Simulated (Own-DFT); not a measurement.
# Response to strain: wurtzite AlGaN with randomly placed atoms, 72 atoms (Al9Ga27N36)

These are calculations, not measurements. The program, named Own-DFT, is a retired in-house plane-wave density functional code that no person has reviewed. Each row is one single-point run on a periodic cell that was not relaxed, without spin or spin-orbit coupling.

Settings of every run: PBE; PseudoDojo norm-conserving scalar-relativistic files (stringent for Ga); cutoff 96 hartree; 4 x 4 x 3 k mesh centred on Gamma; Gaussian smearing of 0.01 eV.

Known limits: forces on such cells passed a denser k mesh, each cell not checked; stress not checked against mesh or cutoff.

Unstrained cell vectors in Å: (9.509, 0.000, 0.000); (-4.755, 8.235, 0.000); (0.000, 0.000, 10.269). The unstrained cell has measured lattice constants (interpolated for alloys), not those of this functional. That, the random moves and any unrelaxed bonds set the pressure at no strain. Each run strains this cell uniformly, with the atoms carried along. Every atom was also moved at random, by a Gaussian of width 0.05 Å on each axis. The random placing of the alloy's atoms differs from row to row. Strain is the symmetric tensor, in per cent. Stress is positive in tension, and the pressure is minus a third of its trace.

| run | e_xx (%) | e_yy (%) | e_zz (%) | s_xx (GPa) | s_yy (GPa) | s_zz (GPa) | P (GPa) | E (meV/atom) |
|---|---|---|---|---|---|---|---|---|
| 1 | 0.00 | 0.00 | 1.75 | -6.12 | -6.33 | 0.62 | 3.95 | 23.3 |
| 2 | 0.00 | 0.00 | 3.00 | -5.21 | -4.14 | 4.58 | 1.59 | 16.3 |
| 3 | 0.00 | 0.00 | 1.50 | -7.12 | -5.29 | 0.60 | 3.94 | 7.0 |
| 4 | 0.00 | 0.00 | -0.50 | -6.72 | -6.06 | -11.43 | 8.07 | 28.0 |
| 5 | 0.00 | 0.00 | 2.75 | -5.12 | -3.27 | 4.07 | 1.44 | 0.0 |
| 6 | 0.00 | 0.00 | 2.00 | -3.69 | -4.97 | 0.25 | 2.80 | 7.7 |
| 7 | 0.00 | 0.00 | -1.25 | -8.28 | -7.42 | -14.62 | 10.11 | 39.2 |
| 8 | 0.00 | 0.00 | -1.00 | -8.43 | -5.70 | -14.07 | 9.40 | 29.8 |
| 9 | 0.00 | 0.00 | 0.25 | ? | ? | ? | ? | ? |

E is the free energy for each atom above the lowest run shown.

## Worked fit

The change of volume is close to e_xx + e_yy + e_zz. A straight line through the runs shown gives P = 7.28 - 206 x (fractional change of volume) GPa, with an error of 7 on the slope and a scatter of 0.33 GPa. The strain isn't the same on all axes and the cell isn't cubic, so the slope belongs to this path and is not the bulk modulus.

## Withheld run

Question: what pressure should run 9 give? Its volume changes by 0.25 %.

The line gives 6.8 GPa. The calculation gave 6.62 GPa.
